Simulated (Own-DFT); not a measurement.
# What a defect does to the pressure of its cell: zincblende GaAs

Everything here is calculated. The program is Own-DFT (plane waves, in-house, since retired, never reviewed by a person); positions were held fixed, and spin and spin-orbit coupling were off.

All runs used: PBE; PseudoDojo norm-conserving scalar-relativistic files; cutoff 42 hartree; 3 x 3 x 3 k mesh centred on Gamma; Fermi-Dirac smearing of 0.1 eV.

Known weak points (not all hold for every row): not probed for a lower state with spin; forces on such cells failed a check on a denser k mesh; forces not confirmed at this smearing and k mesh; forces on such cells passed a denser k mesh, each cell not checked; stress not checked against mesh or cutoff.

All runs share one cell, with vectors in Å (11.307, 0.000, 0.000); (0.000, 11.307, 0.000); (0.000, 0.000, 11.307) and a volume of 1445.4 Å³. u is the rms random offset of the atoms per axis. The defect's site can differ from row to row.

| cell | formula | u (Å) | P (GPa) |
|---|---|---|---|
| no defect | As32Ga32 | 0.0213 | 3.52 |
| no defect | As32Ga32 | 0.0460 | 3.88 |
| no defect | As32Ga32 | 0.0524 | 3.92 |
| one As on a Ga site | As33Ga31 | 0.0285 | 4.25 |
| one As on a Ga site | As33Ga31 | 0.0317 | 4.33 |
| one As on a Ga site | As33Ga31 | 0.0470 | 4.56 |
| one P on an As site | As31Ga32P | 0.0283 | 3.31 |
| one P on an As site | As31Ga32P | 0.0294 | 3.34 |
| one P on an As site | As31Ga32P | 0.0302 | 3.35 |
| one As on a Ga site and one Ga on an As site | As32Ga32 | 0.0273 | 3.91 |
| one As on a Ga site and one Ga on an As site | As32Ga32 | 0.0298 | 3.90 |
| one As on a Ga site and one Ga on an As site | As32Ga32 | 0.0476 | ? |
| one As on a Ga site and one Ga on an As site | As32Ga32 | 0.0507 | 4.37 |
| one In on a Ga site | As32Ga31In | 0.0314 | 4.37 |
| one In on a Ga site | As32Ga31In | 0.0521 | 4.67 |
| one In on a Ga site | As32Ga31In | 0.0529 | 4.70 |

## What the rows give

P = P0 + c u² + a shift for each defect gives P0 = 3.41 GPa, c = 206 ± 14 GPa/Å² and a scatter of 0.04 GPa. The shifts, and each times the cell's volume:

- one In on a Ga site: 0.73 ± 0.03 GPa, 6.6 eV
- one As on a Ga site: 0.69 ± 0.03 GPa, 6.2 eV
- one As on a Ga site and one Ga on an As site: 0.36 ± 0.03 GPa, 3.3 eV
- one P on an As site: -0.25 ± 0.04 GPa, -2.3 eV

A positive shift means that the defect pushes the cell outwards. Shift times volume (160.2 GPa Å³ is 1 eV) depends little on the cell's size, so, taken for each site, it can be compared between cells at like pressure. The atoms around the defects weren't relaxed, which would change these numbers.

## Withheld run

Q: what pressure belongs in the blank (one As on a Ga site and one Ga on an As site, u = 0.0476 Å)?

Estimate: 4.24 ± 0.05 GPa. Computed: 4.21 GPa.
